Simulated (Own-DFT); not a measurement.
# Stretching a layer in its plane: wurtzite GaN, 72 atoms (Ga36N36)

Calculated, not measured: single-point runs of Own-DFT, a retired in-house plane-wave DFT program that no person has reviewed, on unrelaxed cells, without spin or spin-orbit coupling.

Method: PBE; PseudoDojo norm-conserving scalar-relativistic files (stringent for Ga); cutoff 96 hartree; 4 x 4 x 3 k mesh centred on Gamma; Gaussian smearing of 0.01 eV.

Caveats: forces not confirmed at this smearing and k mesh; stress not checked against mesh or cutoff.

Unstrained cell vectors in Å: (9.567, 0.000, 0.000); (-4.783, 8.285, 0.000); (0.000, 0.000, 10.370). The unstrained cell has measured lattice constants (interpolated for alloys), not those of this functional. That, the random moves and any unrelaxed bonds set the pressure at no strain. Each run strains x and y alike by e, as a substrate would, and holds the height along z. Each coordinate of each atom was shifted by a normal deviate of width 0.05 Å. Stress is positive in tension.

```
e (%)  u (Å)  (s_xx + s_yy)/2 (GPa)  s_zz (GPa)
-2.50  0.047                 -23.00       -9.77
-1.25  0.053                 -14.33      -10.79
-0.75  0.053                      ?           ?
-0.50  0.049                  -9.56       -8.66
 0.25  0.051                  -5.82       -6.96
 0.50  0.050                  -4.31       -6.88
 1.25  0.050                  -0.91       -4.64
 1.75  0.047                   0.71       -2.14
 2.50  0.051                   4.32       -3.27
 2.75  0.050                   4.88       -1.12
```

## Working it out

With e as a fraction, the in-plane stress is -7.0 + 539 e - 3860 e² GPa (errors 6 and 343, scatter 0.27), and s_zz is -7.0 + 185 e GPa (slope ± 25, scatter 1.26). At e = 0 the first slope is C11 + C12 and the second 2 C13, both with the ions held to the strained lattice and at the cell's own pressure. The term in e² is negative: the layer stiffens under compression and softens under tension. A free layer would change its height as e changes, and the in-plane slope would drop by 2 C13²/C33 to the biaxial modulus. At fixed height, a misfit of 1 % moves the in-plane stress by about 5.4 GPa and s_zz by 1.8 GPa.

## The run left out

Q: what are the two stresses at e = -0.75 %?

The fit gives -11.3 and -8.4 GPa. Computed: -11.02 and -8.99 GPa.
